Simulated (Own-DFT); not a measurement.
# Strain and stress in wurtzite AlGaN with randomly placed atoms, 96 atoms (Al36Ga12N48)

Calculated results; nothing here was measured. They come from Own-DFT, an in-house plane-wave density functional program, since retired, whose code no person has reviewed. Each row is one single-point run on a periodic cell that was not relaxed, without spin or spin-orbit coupling.

Settings of every run: PBE; PseudoDojo norm-conserving scalar-relativistic files (stringent for Ga); cutoff 96 hartree; 3 x 4 x 3 k mesh centred on Gamma; Gaussian smearing of 0.01 eV.

Known limits: k mesh not checked against a denser one; stress not checked against mesh or cutoff.

Unstrained cell vectors in Å: (12.525, 0.000, 0.000); (-4.697, 8.135, 0.000); (0.000, 0.000, 10.066). The unstrained cell has measured lattice constants (interpolated for alloys), not those of this functional. That, the random moves and any unrelaxed bonds set the pressure at no strain. Each run strains this cell uniformly, with the atoms carried along. Every atom was also moved at random, by a Gaussian of width 0.05 Å on each axis. The random placing of the alloy's atoms differs from row to row. Strain is the symmetric tensor, in per cent. Stress is positive in tension, and the pressure is minus a third of its trace.

```
run  e_xx (%)  e_yy (%)  e_zz (%)  s_xx (GPa)  s_yy (GPa)  s_zz (GPa)  P (GPa)  E (meV/atom)
  1     -3.00     -3.00      0.00      -26.37      -24.51      -12.17    21.02          62.4
  2      0.50      0.50      0.00       -3.42       -3.98       -6.47     4.62          21.3
  3      2.00      2.00      0.00        2.55        4.96       -3.27    -1.41           6.1
  4      3.00      3.00      0.00        8.36        8.66       -4.37    -4.22          32.2
  5      2.25      2.25      0.00        5.58        5.49       -5.92    -1.72          25.0
  6     -0.75     -0.75      0.00      -12.23       -9.01       -8.34     9.86          19.3
  7      1.00      1.00      0.00        0.08       -0.12       -6.04     2.02           0.0
  8     -0.50     -0.50      0.00       -7.52      -11.16       -8.19     8.96          24.7
  9     -2.25     -2.25      0.00           ?           ?           ?        ?             ?
```

E is the free energy for each atom above the lowest run shown.

## Worked fit

The change of volume is close to e_xx + e_yy + e_zz. A straight line through the runs shown gives P = 7.33 - 210 x (fractional change of volume) GPa, with an error of 9 on the slope and a scatter of 0.97 GPa. The strain isn't the same on all axes and the cell isn't cubic, so the slope belongs to this path and is not the bulk modulus.

## Withheld run

Question: what pressure should run 9 give? Its volume changes by -4.45 %.

The line gives 16.7 GPa. The calculation gave 17.06 GPa.
